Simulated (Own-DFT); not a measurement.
## Calculated data, TiSi$_{2}$ (C49 TiSi2 crystal, strained, atoms displaced)

A calculation, not a measurement: plane-wave density functional theory by an unreviewed code, no spin, of a simulated periodic cell, stress positive in tension, run twice, with PBE and with PBEsol, both on files made for PBE, so the change isn't that of files made for PBEsol, forces on such cells moved up to 12 meV/angstrom on a denser k mesh; the far tail of each file's local potential was reset to the Coulomb form; each entry is a single point on an unrelaxed cell, so the pressure reflects the starting lattice, taken from the Materials Project, from which strain is counted, and rises with the displacements; printed positions are rounded, which can move forces by about a meV/angstrom; the program, named Own-DFT, is a retired in-house code; no spin-orbit coupling; stress was not checked against mesh or cutoff. Program: Own-DFT development build.

```xyz
60
Lattice="5.1657 -6.7879 3.6650 6.8801 0.1951 -6.9489 5.2668 6.7249 3.3953" Properties=species:S:1:pos:R:3:PBE_force_x:R:1:PBE_force_y:R:1:PBE_force_z:R:1:PBEsol_force_x:R:1:PBEsol_force_y:R:1:PBEsol_force_z:R:1 formula=TiSi2 functional=PBE,then_PBEsol potential_files=PseudoDojo_norm-conserving,scalar-relativistic,standard_set wave_cutoff=42 occupations=cold_(Marzari-Vanderbilt) smearing_width=0.2 k_mesh=4_x_4_x_4_centred_on_Gamma PBE_pressure=10.17 PBE_stress_xx=-11 PBE_stress_yy=-6.4 PBE_stress_zz=-13.11 PBE_stress_yz=-6.57 PBE_stress_xz=2.36 PBE_stress_xy=1.57 PBEsol_pressure=6.68 PBEsol_stress_xx=-7.43 PBEsol_stress_yy=-2.66 PBEsol_stress_zz=-9.95 PBEsol_stress_yz=-6.61 PBEsol_stress_xz=2.37 PBEsol_stress_xy=1.57 rms_change_of_force_components_from_PBE_to_PBEsol=0.021
Ti    12.0342    -5.2583    -2.4765      0.834      0.617      0.692       0.82      0.595      0.695
Ti    13.8453    -1.2914    -0.7731     -0.784      0.378      0.842     -0.782      0.387      0.837
Si    12.0280    -0.6215    -2.5219      0.846      -0.01      -0.74      0.841     -0.063     -0.757
Si     8.5301     0.9746    -4.3876      1.214      -0.07      0.663      1.198     -0.008      0.668
Si     6.9279    -3.4110     4.5336     -0.176     -0.137     -0.709     -0.172     -0.127     -0.713
Si    12.0709    -3.3154    -0.7418     -0.086      0.205     -0.215     -0.097      0.203     -0.223
Ti     8.6022    -5.2646     1.1423      0.624     -0.877     -2.068       0.62     -0.887     -2.055
Ti    10.3878    -1.4216     2.6494     -0.721      1.442      2.047     -0.709      1.438       2.03
Si     8.5819    -0.7361     0.9267      0.774     -0.757      0.346      0.765     -0.827      0.341
Si     5.1879     0.8678    -0.8179      0.319      0.033     -0.423      0.315      0.099     -0.411
Si    10.4058    -3.2127     1.0465     -0.637     -1.123     -1.138     -0.645     -1.103     -1.131
Si     8.6203    -3.3720     2.7197      0.255       0.34      0.715      0.259      0.334      0.716
Ti    13.8823     1.4623     0.9412     -0.401      0.083      -0.23     -0.388      0.073     -0.229
Ti    10.4458    -1.3142    -0.8428     -1.706      0.253      1.108     -1.702      0.263      1.115
Si     8.5512    -0.6492    -2.5717       1.63      0.432     -0.859      1.606      0.379     -0.855
Si    10.3853    -5.7662    -0.6502     -0.709     -0.283      0.011     -0.699     -0.231      0.011
Si    10.2363    -3.2988    -2.5283      1.269      0.444      0.171      1.285      0.438      0.177
Si     8.5686    -3.2588    -0.7978      1.059     -0.448      0.279      1.064     -0.439      0.276
Ti     6.9573     1.2450     4.4391      0.272      1.214     -0.441      0.269      1.186     -0.437
Ti    10.4069    -1.2698    -4.3246     -1.157      1.059      0.836     -1.146       1.05      0.828
Si     1.7311    -0.8583     0.9069      0.139      0.259     -0.613      0.133      0.199     -0.625
Si    15.6868     0.9583    -0.7080      -1.46     -0.353     -0.968      -1.44       -0.3     -0.952
Si     3.4396    -3.3024     0.9964      -0.04     -0.901     -0.757     -0.029     -0.885     -0.753
Si    13.8446     3.4402    -0.8672     -0.175      0.072      -0.01      -0.19      0.067     -0.009
Ti    10.3672     1.3925     4.4140      1.187     -0.097     -0.549      1.183     -0.113     -0.543
Ti     6.9083    -1.4189     2.7557      0.438      0.402     -0.398      0.433      0.411     -0.395
Si     5.2501    -0.7912     0.8865     -0.011     -0.141      0.023     -0.013     -0.197      0.022
Si     6.9334    -5.9638     2.7611     -0.465       0.33      1.371     -0.456      0.393      1.386
Si     6.9770    -3.3354     0.9574     -1.019      0.181      0.368     -1.019      0.176      0.378
Si     5.1913    -3.3484     2.6865      0.207     -0.576      0.385      0.206     -0.563      0.388
Ti    10.4102     1.4482     0.9993     -0.209      0.078     -1.209     -0.207      0.068     -1.197
Ti     7.0225    -1.2951    -0.8949     -2.293      0.181      1.534     -2.277      0.185      1.526
Si     5.1464    -0.6753    -2.5781       0.38      0.056     -0.491      0.375     -0.001     -0.499
Si    12.1750     0.8332     2.6229     -0.056      0.667      2.335     -0.051      0.732      2.339
Si     6.8020    -3.1909    -2.4550      0.827     -0.877      -1.38      0.841     -0.858     -1.389
Si    10.4544     3.4059     2.5859     -0.765      0.165      0.908     -0.784      0.155      0.912
Ti    10.4081     1.5589    -2.6463     -0.991      -0.45      0.523     -0.969     -0.462      0.512
Ti     6.8839    -1.3218    -4.3580     -0.293      1.004       1.12     -0.292      1.008      1.119
Si    10.3693     6.0924    -2.6069       0.87      0.128     -1.334      0.857      0.073     -1.333
Si    12.0882     0.9283    -0.8144      0.101     -0.145      0.769      0.104     -0.101      0.783
Si    12.1400     3.5594    -2.6154     -0.208      -0.77      -0.49     -0.218     -0.753     -0.485
Si    10.3866     3.4616    -0.8751      0.114     -0.122     -0.266      0.118     -0.117     -0.277
Ti     6.8894     1.4821     0.9027      0.798     -0.634     -0.288      0.796     -0.634     -0.295
Ti     3.4703    -1.3387    -0.8458     -0.178     -0.066      0.423     -0.185      -0.05      0.426
Si     6.9665     6.0092     0.8430      0.081     -0.309     -1.575      0.078     -0.369     -1.586
Si     8.6707     0.8018     2.6431     -0.262     -0.112      0.998     -0.254     -0.057      1.012
Si     8.6302     3.3828     0.8373      0.733      0.525      0.071      0.738      0.516      0.079
Si     6.9792     3.4129     2.5473     -0.089     -0.193      0.836     -0.097     -0.189       0.83
Ti     6.9169     1.5105    -2.5963      0.048      0.041      0.361      0.045       0.03      0.356
Ti     8.7326     5.4766    -0.9999     -1.131     -0.087      2.045     -1.129      -0.08      2.024
Si    12.0447    -0.7452     1.0777      0.907     -0.397     -2.804      0.894     -0.458     -2.815
Si     8.6327     0.8779    -0.7026      0.661      0.308     -1.953      0.649      0.361     -1.949
Si     8.5970     3.6032    -2.6044      0.913     -1.035     -0.886      0.926     -1.014     -0.889
Si     6.9141     3.4348    -0.9281      0.433      0.128      0.272      0.427       0.12       0.27
Ti     3.5547     1.4660     0.9176     -1.324     -1.342     -1.258     -1.303     -1.339     -1.256
Ti     5.2376     5.3195     2.5306       0.31      0.442      0.807      0.315      0.456      0.805
Si     8.6845    -0.8313     4.5329      0.015      0.091     -1.479      0.007      0.044     -1.481
Si     5.2518     0.8393     2.5830     -0.087     -0.481      1.251     -0.084     -0.427      1.253
Si     5.2797     3.4490     0.7963     -0.832     -0.007      0.253     -0.838     -0.008      0.259
Si    10.4002     3.4579    -4.4383      0.007      1.241      1.168      0.009      1.219      1.168
```

Units: wave_cutoff in hartree; smearing_width in eV; PBE_pressure, PBE_stress_xx, PBE_stress_yy, PBE_stress_zz, PBE_stress_yz, PBE_stress_xz, PBE_stress_xy, PBEsol_pressure, PBEsol_stress_xx, PBEsol_stress_yy, PBEsol_stress_zz, PBEsol_stress_yz, PBEsol_stress_xz, PBEsol_stress_xy in GPa; rms_change_of_force_components_from_PBE_to_PBEsol, PBE_force_x, PBE_force_y, PBE_force_z, PBEsol_force_x, PBEsol_force_y, PBEsol_force_z in eV/Å.
